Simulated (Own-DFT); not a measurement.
# Strain and stress in 2H SiC, 72 atoms (C36Si36)

These are calculations, not measurements. They come from Own-DFT, an in-house plane-wave density functional program, since retired, whose code no person has reviewed. Each row is one single-point run on a periodic cell that was not relaxed, without spin or spin-orbit coupling.

Settings of every run: PBE; PseudoDojo norm-conserving scalar-relativistic files; cutoff 42 hartree; 4 x 4 x 3 k mesh centred on Gamma; Fermi-Dirac smearing of 0.1 eV.

Known limits: forces on such cells passed a denser k mesh, each cell not checked; stress not checked against mesh or cutoff.

Unstrained cell vectors in Å: (9.248, 0.000, 0.000); (-4.624, 8.009, 0.000); (0.000, 0.000, 10.068). The unstrained cell has measured lattice constants (interpolated for alloys), not those of this functional. That, the random moves and any unrelaxed bonds set the pressure at no strain. Each run strains this cell uniformly, with the atoms carried along. Every atom was also moved at random, by a Gaussian of width 0.05 Å on each axis. Strain is the symmetric tensor, in per cent. Stress is positive in tension, and the pressure is minus a third of its trace.

| run | e_xx (%) | e_yy (%) | e_zz (%) | e_yz (%) | e_xz (%) | e_xy (%) | s_xx (GPa) | s_yy (GPa) | s_zz (GPa) | s_yz (GPa) | s_xz (GPa) | s_xy (GPa) | P (GPa) | E (meV/atom) |
|---|---|---|---|---|---|---|---|---|---|---|---|---|---|---|
| 1 | -1.66 | 1.98 | 1.07 | 0.31 | 0.11 | -0.47 | -10.47 | 4.08 | -0.87 | 0.16 | 0.34 | -2.07 | 2.42 | 32.5 |
| 2 | -1.11 | -1.07 | 1.00 | -1.31 | -1.97 | 0.02 | -12.02 | -10.36 | -2.37 | -3.85 | -5.84 | 0.74 | 8.25 | 41.8 |
| 3 | 0.61 | 0.38 | 1.82 | 1.14 | -0.12 | 0.94 | -0.02 | -1.22 | 1.72 | 3.94 | -0.81 | 3.78 | -0.16 | 36.4 |
| 4 | -1.42 | -0.74 | 0.74 | 0.47 | -0.65 | 1.56 | -12.70 | -10.63 | -3.55 | 1.88 | -2.03 | 6.58 | 8.96 | 36.7 |
| 5 | -0.46 | 1.35 | 0.92 | 1.32 | -1.51 | 1.08 | -5.99 | 3.42 | -1.44 | 4.28 | -5.22 | 4.81 | 1.34 | 16.7 |
| 6 | -0.60 | 0.47 | 0.18 | 1.66 | 0.65 | -0.38 | -6.44 | -2.43 | -6.04 | 6.16 | 1.89 | -0.74 | 4.97 | 13.4 |
| 7 | 1.43 | -1.96 | -0.32 | 0.19 | 1.51 | 1.88 | 1.42 | -14.17 | -8.84 | 1.24 | 4.04 | 9.29 | 7.20 | 30.8 |
| 8 | 1.35 | 0.82 | -1.30 | 0.83 | 0.06 | -1.78 | 0.76 | 0.14 | -15.08 | 2.70 | -0.58 | -8.62 | 4.73 | 68.6 |
| 9 | 0.06 | 0.49 | 0.69 | -1.71 | 0.83 | 0.76 | -2.71 | -2.82 | -3.39 | -5.89 | 2.52 | 2.71 | 2.97 | 44.3 |
| 10 | -0.55 | 0.34 | 1.21 | 0.18 | -1.96 | -0.85 | -6.08 | -2.97 | -0.41 | 0.95 | -6.19 | -2.91 | 3.15 | 25.9 |
| 11 | -0.40 | 0.07 | 0.13 | -1.26 | -1.32 | 0.53 | -6.29 | -3.46 | -5.98 | -3.75 | -3.51 | 2.10 | 5.25 | 7.2 |
| 12 | 0.70 | -0.14 | 0.93 | -0.12 | 0.57 | 0.01 | -1.40 | -2.47 | -0.52 | -0.04 | 2.24 | 1.14 | 1.46 | 0.0 |
| 13 | -1.32 | -1.75 | 0.43 | -1.64 | -1.88 | -1.02 | -15.43 | -12.73 | -7.58 | -4.26 | -6.89 | -4.77 | 11.91 | 51.4 |
| 14 | 0.22 | 0.79 | -1.81 | 1.18 | -0.68 | 1.16 | -3.51 | -0.11 | -19.55 | 3.93 | -2.68 | 5.81 | 7.73 | 55.1 |
| 15 | 1.59 | 0.92 | 0.44 | 1.01 | -0.23 | -0.20 | 5.62 | 2.01 | -4.53 | 2.60 | -1.31 | -0.50 | -1.03 | 20.1 |
| 16 | -0.68 | -1.65 | 0.00 | -0.59 | 0.34 | 0.49 | -11.29 | -12.43 | -8.34 | -1.23 | 1.81 | 2.96 | 10.69 | 30.3 |
| 17 | -0.80 | 1.79 | -1.68 | -1.55 | 1.52 | -1.50 | ? | ? | ? | ? | ? | ? | ? | ? |

E is the free energy for each atom above the lowest run shown.

## Worked fit

Each stress component was fitted by least squares to a constant and the strains of the runs shown, as fractions, with shears doubled. Shear strains stay in the fit of a normal stress only where such slopes are resolved. The slopes, in GPa:

```
stress,at no strain,per e_xx,per e_yy,per e_zz,scatter
s_xx,-5.0,549 ± 26,129 ± 22,75 ± 29,0.98
s_yy,-4.2,83 ± 28,500 ± 24,30 ± 31,1.05
s_zz,-7.7,35 ± 26,28 ± 22,610 ± 30,0.99
```

Each shear stress against twice its own strain: yz 171 ± 5, xz 163 ± 8, xy 220 ± 10 GPa. These are stiffnesses along x, y and z of the frame in which the cell vectors are given, which need not be the crystal's axes. The atoms are held to the strained lattice; where symmetry lets them move under strain, relaxing them would lower some slopes. The table should be nearly symmetric about its diagonal, and what it lacks of that shows the noise. A ninth of its sum, 226 ± 8 GPa, estimates the bulk modulus near the mean pressure of these runs, 5.0 GPa, so it lies above the value at zero pressure.

## Withheld run

Question: what normal stresses and pressure should run 17 give?

The fit gives s_xx = -8.3, s_yy = 3.6, s_zz = -17.7 and P = 7.5 GPa. The calculation gave -7.52, 3.31, -19.62 and P = 7.95 GPa.
